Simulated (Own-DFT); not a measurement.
# How strain changes the stress of 4H SiC, 72 atoms (C36Si36)

The numbers are computed, not measured, by runs of the plane-wave DFT program Own-DFT (in-house, retired, unreviewed) at fixed positions, with no spin and no spin-orbit coupling.

Common settings: PBE; PseudoDojo norm-conserving scalar-relativistic files; cutoff 42 hartree; 4 x 4 x 3 k mesh centred on Gamma; Fermi-Dirac smearing of 0.1 eV.

Known weak points: forces on such cells passed a denser k mesh, each cell not checked; stress not checked against mesh or cutoff.

Unstrained cell vectors in Å: (9.248, 0.000, 0.000); (-4.624, 8.009, 0.000); (0.000, 0.000, 10.068). The unstrained cell has measured lattice constants (interpolated for alloys), not those of this functional. That, the random moves and any unrelaxed bonds set the pressure at no strain. A uniform strain is put on this cell, atoms riding along. Random moves of width 0.05 Å per axis were added to every atom. Strains are tensor components in per cent; tension counts as positive stress, and P is minus the mean normal stress.

| run | e_xx (%) | e_yy (%) | e_zz (%) | e_yz (%) | e_xz (%) | e_xy (%) | s_xx (GPa) | s_yy (GPa) | s_zz (GPa) | s_yz (GPa) | s_xz (GPa) | s_xy (GPa) | P (GPa) | E (meV/atom) |
|---|---|---|---|---|---|---|---|---|---|---|---|---|---|---|
| 1 | -0.56 | -0.59 | -1.59 | -0.48 | 1.19 | -1.80 | -10.79 | -8.18 | -17.74 | -1.19 | 5.37 | -8.85 | 12.24 | 47.9 |
| 2 | 1.22 | 1.23 | 0.12 | -0.95 | 1.97 | -0.30 | 2.50 | 1.84 | -5.21 | -2.18 | 6.51 | -1.76 | 0.29 | 29.3 |
| 3 | -1.50 | 0.41 | -0.78 | 0.07 | 0.23 | 0.08 | -10.97 | -4.35 | -12.27 | 0.35 | 0.16 | 1.61 | 9.20 | 4.8 |
| 4 | 1.66 | 0.46 | -0.80 | 1.68 | -0.05 | -1.60 | 4.17 | 0.12 | -13.85 | 5.88 | -0.24 | -7.22 | 3.19 | 34.1 |
| 5 | 1.48 | 1.77 | -0.26 | -0.85 | 0.75 | -1.28 | 4.62 | 4.35 | -5.73 | -2.93 | 2.84 | -4.71 | -1.08 | 15.0 |
| 6 | -1.68 | 1.35 | 1.41 | 0.04 | -1.78 | -0.05 | -12.19 | 1.77 | 1.67 | -1.06 | -5.99 | -0.71 | 2.91 | 12.0 |
| 7 | 0.69 | -1.05 | -1.21 | 0.95 | 0.01 | 1.61 | -1.24 | -10.19 | -15.55 | 3.00 | -0.18 | 7.75 | 8.99 | 26.1 |
| 8 | -1.04 | 0.41 | 0.15 | 1.78 | 1.62 | 1.96 | -8.70 | -6.25 | -6.11 | 7.53 | 5.08 | 7.36 | 7.02 | 41.1 |
| 9 | -1.84 | -1.84 | -1.67 | -1.13 | -1.84 | 1.57 | -20.60 | -18.79 | -19.78 | -2.70 | -6.57 | 8.67 | 19.72 | 79.7 |
| 10 | 0.44 | 0.36 | -1.20 | 0.48 | 0.26 | -1.66 | -2.34 | -3.80 | -13.20 | 1.79 | 0.08 | -8.45 | 6.44 | 16.6 |
| 11 | -1.06 | 1.00 | 1.60 | 0.69 | -1.26 | -1.55 | -11.15 | 0.26 | 2.75 | 2.80 | -4.78 | -7.17 | 2.72 | 31.4 |
| 12 | 0.73 | 0.44 | -0.58 | 0.43 | -0.56 | 0.70 | -0.28 | -1.80 | -9.04 | 1.15 | -2.17 | 3.60 | 3.71 | 0.0 |
| 13 | -1.90 | -0.88 | 1.03 | -1.42 | 1.74 | 1.54 | -15.30 | -11.90 | -2.03 | -5.15 | 5.73 | 7.91 | 9.75 | 28.3 |
| 14 | -1.98 | 1.50 | 1.39 | 1.61 | 0.20 | 1.01 | -14.13 | 3.44 | -0.05 | 4.60 | 1.01 | 5.35 | 3.58 | 28.5 |
| 15 | 1.73 | -0.67 | -1.93 | 0.89 | 1.95 | -1.18 | 0.97 | -6.62 | -15.58 | 2.38 | 6.89 | -5.62 | 7.08 | 25.4 |
| 16 | -0.23 | -0.08 | -0.72 | 1.71 | 0.14 | -1.16 | -5.99 | -6.60 | -10.34 | 6.13 | 0.55 | -4.51 | 7.64 | 24.9 |
| 17 | 0.11 | 0.85 | -0.79 | 0.98 | 1.63 | 1.99 | ? | ? | ? | ? | ? | ? | ? | ? |

E is the free energy for each atom above the lowest run shown.

## Fit

Each stress component was fitted by least squares to a constant and the strains of the runs shown, as fractions, with shears doubled. Shear strains stay in the fit of a normal stress only where such slopes are resolved. The slopes, in GPa:

```
stress  at no strain  per e_xx  per e_yy  per e_zz  scatter
  s_xx          -5.3  538 ± 41  140 ± 61   29 ± 61     1.53
  s_yy          -5.1  102 ± 35  546 ± 52   40 ± 53     1.32
  s_zz          -7.1   56 ± 37   67 ± 55  588 ± 55     1.39
```

The slope of each shear stress on twice its own strain, from a fit on all six strains: yz 168 ± 11, xz 176 ± 7, xy 234 ± 11 GPa. These are stiffnesses along x, y and z of the frame in which the cell vectors are given, with the crystal's c axis along z: C11, C12, C13 and C33. Hexagonal symmetry asks that xx and yy behave alike, which is a second check on the noise. The atoms are held to the strained lattice; where symmetry lets them move under strain, relaxing them would lower some slopes. Slopes across the diagonal should nearly agree, so their difference gauges the noise. A ninth of the table's sum, 234 ± 8 GPa, estimates the bulk modulus near the mean pressure of these runs, 6.5 GPa, so it lies above the value at zero pressure.

## Check

Q: what normal stresses and pressure should run 17 give?

The fit gives s_xx = -3.7, s_yy = -0.7, s_zz = -11.1 and P = 5.1 GPa. The hidden result is -2.04, -0.27, -13.48 and P = 5.26 GPa.
